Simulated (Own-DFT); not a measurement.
Simulation results for SiC (2H silicon carbide, atoms displaced)

A calculation, not a measurement: plane-wave PBE density functional theory by an unreviewed code, no spin, of a simulated periodic cell, stress positive in tension, free energy of the whole cell less one offset for each atom, forces on such cells passed a denser k mesh, this cell's mesh not checked; offsets are fitted by least squares, one for each functional and potential file, so energies compare only between cells with the same atoms and settings and are not formation energies; the far tail of each file's local potential was reset to the Coulomb form; each entry is a single point on an unrelaxed cell, so the pressure reflects the starting lattice, mostly measured values (interpolated for alloys), from which strain is counted, and rises with the displacements; printed positions are rounded, which can move forces by about a meV/angstrom; the program, named Own-DFT, is a retired in-house code; no spin-orbit coupling. Program: Own-DFT development build.

SiC (2H silicon carbide, atoms displaced)

```
SiC
1.0
      9.2481     0.0000     0.0000
     -4.6241     8.0091     0.0000
      0.0000     0.0000    10.0681
Si C Si C Si C Si C Si C Si C Si C Si C Si C Si C Si C Si C Si C Si C Si C Si C Si C Si C
2 2 2 2 2 2 2 2 2 2 2 2 2 2 2 2 2 2 2 2 2 2 2 2 2 2 2 2 2 2 2 2 2 2 2 2
Direct
  0.00095 0.99492 0.99791
  0.11344 0.21975 0.25105
  0.99982 0.00180 0.18877
  0.10682 0.21820 0.43846
  0.99543 0.00412 0.49704
  0.11318 0.22159 0.74530
  0.00274 0.00010 0.69158
  0.11263 0.22134 0.93910
  0.99851 0.33117 0.99498
  0.11119 0.55409 0.24719
  0.00478 0.33739 0.19068
  0.10791 0.55402 0.43451
  0.99600 0.32727 0.49970
  0.11793 0.55637 0.74406
  0.99884 0.32944 0.68821
  0.11548 0.55433 0.93658
  0.99895 0.66412 0.00158
  0.11112 0.89009 0.24991
  0.99348 0.66216 0.18894
  0.10610 0.88362 0.43680
  0.00034 0.66728 0.49743
  0.11225 0.88910 0.75057
  0.00825 0.67251 0.69140
  0.11273 0.88844 0.93287
  0.32965 0.99364 0.00100
  0.45226 0.22783 0.24963
  0.32863 0.99951 0.18688
  0.44178 0.22337 0.43787
  0.33229 0.99642 0.50612
  0.44405 0.21916 0.74779
  0.33152 0.99484 0.68563
  0.43904 0.21938 0.93673
  0.33565 0.33256 0.00184
  0.44474 0.55885 0.24813
  0.33615 0.33390 0.18377
  0.44411 0.55449 0.43830
  0.33598 0.33788 0.50018
  0.44007 0.55683 0.74533
  0.33355 0.33202 0.68510
  0.44159 0.55016 0.93351
  0.33328 0.66834 0.00063
  0.44215 0.89029 0.24882
  0.33772 0.66135 0.18962
  0.44490 0.89616 0.43924
  0.33108 0.67149 0.49874
  0.45028 0.89287 0.74802
  0.33161 0.66690 0.68846
  0.44294 0.88657 0.93676
  0.66651 0.99978 0.99702
  0.78052 0.22306 0.25313
  0.66557 0.99288 0.18952
  0.77342 0.21796 0.43673
  0.67813 0.00420 0.49999
  0.77721 0.21547 0.74872
  0.66816 0.99975 0.68664
  0.77946 0.21654 0.93989
  0.66773 0.33398 0.00307
  0.77717 0.55256 0.25056
  0.67186 0.33252 0.18775
  0.77667 0.55658 0.43684
  0.66562 0.33400 0.49581
  0.77674 0.55667 0.74286
  0.66261 0.33121 0.68786
  0.78011 0.55321 0.93910
  0.67249 0.66416 0.00040
  0.77740 0.88720 0.24852
  0.66066 0.66624 0.18690
  0.77873 0.89331 0.43471
  0.66900 0.66854 0.49924
  0.78524 0.88660 0.75128
  0.67245 0.67451 0.68694
  0.77495 0.88151 0.93724
```

| Quantity | Value |
| --- | --- |
| functional | PBE |
| potential files | PseudoDojo norm-conserving, scalar-relativistic, standard set |
| wave cutoff | 42 hartree |
| occupations | Fermi-Dirac |
| smearing width | 0.1 eV |
| hardware | one NVIDIA H100 |
| k mesh | 4 x 4 x 3 centred on Gamma |
| free energy of cell above offsets | -10.691 eV |
| pressure | 3.75 GPa |
| stress xx | -2.82 GPa |
| stress yy | -3.39 GPa |
| stress zz | -5.04 GPa |
| stress yz | 0.32 GPa |
| stress xz | 0.37 GPa |
| stress xy | 0.06 GPa |
| wall time | 360.2 s |

Force:
```tsv
element	x (eV/Å)	y (eV/Å)	z (eV/Å)
Si	-0.639	0.916	0.2
Si	-0.376	0.815	-0.577
C	0.308	-0.746	-0.478
C	0.613	1.161	-0.2
Si	1.791	-1.405	0.863
Si	0.034	0.105	1.44
C	-0.082	0.068	-1.332
C	-0.088	-0.385	-0.599
Si	1.069	0.252	1.177
Si	0.086	0.434	0.31
C	-0.183	-1.267	-0.805
C	0.304	-0.191	0.691
Si	-0.14	1.095	-0.277
Si	-1.575	-0.498	1.441
C	-0.027	0.417	-0.479
C	-0.949	0.081	-0.105
Si	0.585	0.038	-0.792
Si	-0.422	-0.548	0.173
C	1.011	0.981	-0.321
C	0.033	1.347	0.338
Si	0.012	-0.287	0.671
Si	0.292	0.089	-0.45
C	-0.812	-1.414	-1.295
C	-0.081	-0.68	1.407
Si	-0.022	1.083	-0.59
Si	-1.056	-0.928	-0.024
C	0.884	0.231	0.135
C	0.419	-0.331	-0.061
Si	-0.958	0.758	-1.965
Si	-0.506	0.138	0.428
C	0.145	0.777	1.264
C	1.333	-0.218	0.277
Si	-0.789	0.008	-1.194
Si	0.881	-1.447	0.695
C	0.128	0.091	1.533
C	-0.36	1.032	-0.16
Si	-0.317	-0.936	-0.344
Si	1.363	-0.34	0.806
C	0.071	0.334	0.122
C	0.378	1.005	0.559
Si	1.123	-1.049	-0.275
Si	0.48	-0.394	0.409
C	-2.411	1.602	-0.6
C	1.145	-0.768	-0.216
Si	0.584	-0.392	-0.297
Si	-0.648	-0.907	0.301
C	0.817	0.846	-1.021
C	0.206	0.532	-0.023
Si	0.441	-1.071	0.998
Si	0.645	-0.783	-1.128
C	-0.8	1.387	-0.602
C	0.3	1.088	0.476
Si	-2.427	-0.918	-0.072
Si	-0.636	1.281	0.511
C	0.944	-0.469	0.108
C	-1.121	0.762	-0.758
Si	-0.026	-0.846	-1.267
Si	-0.903	0.526	-0.246
C	-0.438	-0.02	0.43
C	0.313	-0.209	0.238
Si	-0.245	-0.402	0.874
Si	0.866	-0.203	1.319
C	1.06	0.163	-0.507
C	-0.131	-0.088	-0.739
Si	-1.675	-0.528	-0.471
Si	0.054	0.046	-0.226
C	1.753	-0.185	0.289
C	0.407	-1.039	0.265
Si	-0.56	0.186	-0.143
Si	-1.249	0.772	0.218
C	-0.514	-1.42	-0.505
C	0.286	0.869	0.176
```
